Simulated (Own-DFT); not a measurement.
# Same atoms, different arrangement: Ga32P32, 64 atoms

Calculated results; nothing here was measured. They come from Own-DFT, an in-house plane-wave density functional program, since retired, whose code no person has reviewed. Each row is one single-point run on a periodic cell that was not relaxed, without spin or spin-orbit coupling.

Settings of every run: PBE; PseudoDojo norm-conserving scalar-relativistic files; cutoff 42 hartree; 3 x 3 x 3 k mesh centred on Gamma; Fermi-Dirac smearing of 0.1 eV.

Known limits, some of them of some rows only: not probed for a lower state with spin; forces on such cells failed a check on a denser k mesh; forces on such cells passed a denser k mesh, each cell not checked; stress not checked against mesh or cutoff.

All cells hold the same atoms in the same cell, with vectors in Å (10.901, 0.000, 0.000); (0.000, 10.901, 0.000); (0.000, 0.000, 10.901). Every atom was moved at random from its ideal site; u is the rms move along one axis. The defect's site can differ from row to row. E is the free energy of the cell above the lowest run. The arrangements:

- A: zincblende GaP
- B: zincblende GaP, with one Ga on a P site and one P on a Ga site, 2.4 Å apart

| arrangement | u (Å) | E (eV) | P (GPa) |
|---|---|---|---|
| A | 0.0198 | 0.000 | 2.71 |
| A | 0.0204 | 0.054 | 2.73 |
| A | 0.0207 | 0.077 | 2.73 |
| A | 0.0490 | 2.259 | 3.20 |
| A | 0.0523 | 2.764 | 3.34 |
| A | 0.0544 | 2.853 | 3.39 |
| B | 0.0297 | 3.558 | 2.97 |
| B | 0.0306 | 3.825 | 2.99 |
| B | 0.0322 | 3.591 | 2.98 |
| B | 0.0498 | 5.577 | 3.42 |
| B | 0.0501 | 4.954 | 3.32 |
| B | 0.0543 | 5.957 | 3.50 |

Question: once the cost of the random moves is taken out, how do the arrangements rank?

## Worked answer

Fit E = a + b u², with one b for all and one a for each arrangement, and with residuals divided by u², since the noise grows with the moves. Then b = 1110 eV/Å², the scatter at u = 0.04 Å is 0.18 eV, and against A:

- B: 3.02 ± 0.08 eV (higher)

These are energies of unrelaxed cells. Relaxing the atoms lowers the strained arrangements most, so the gaps would shrink and small ones could change sign.
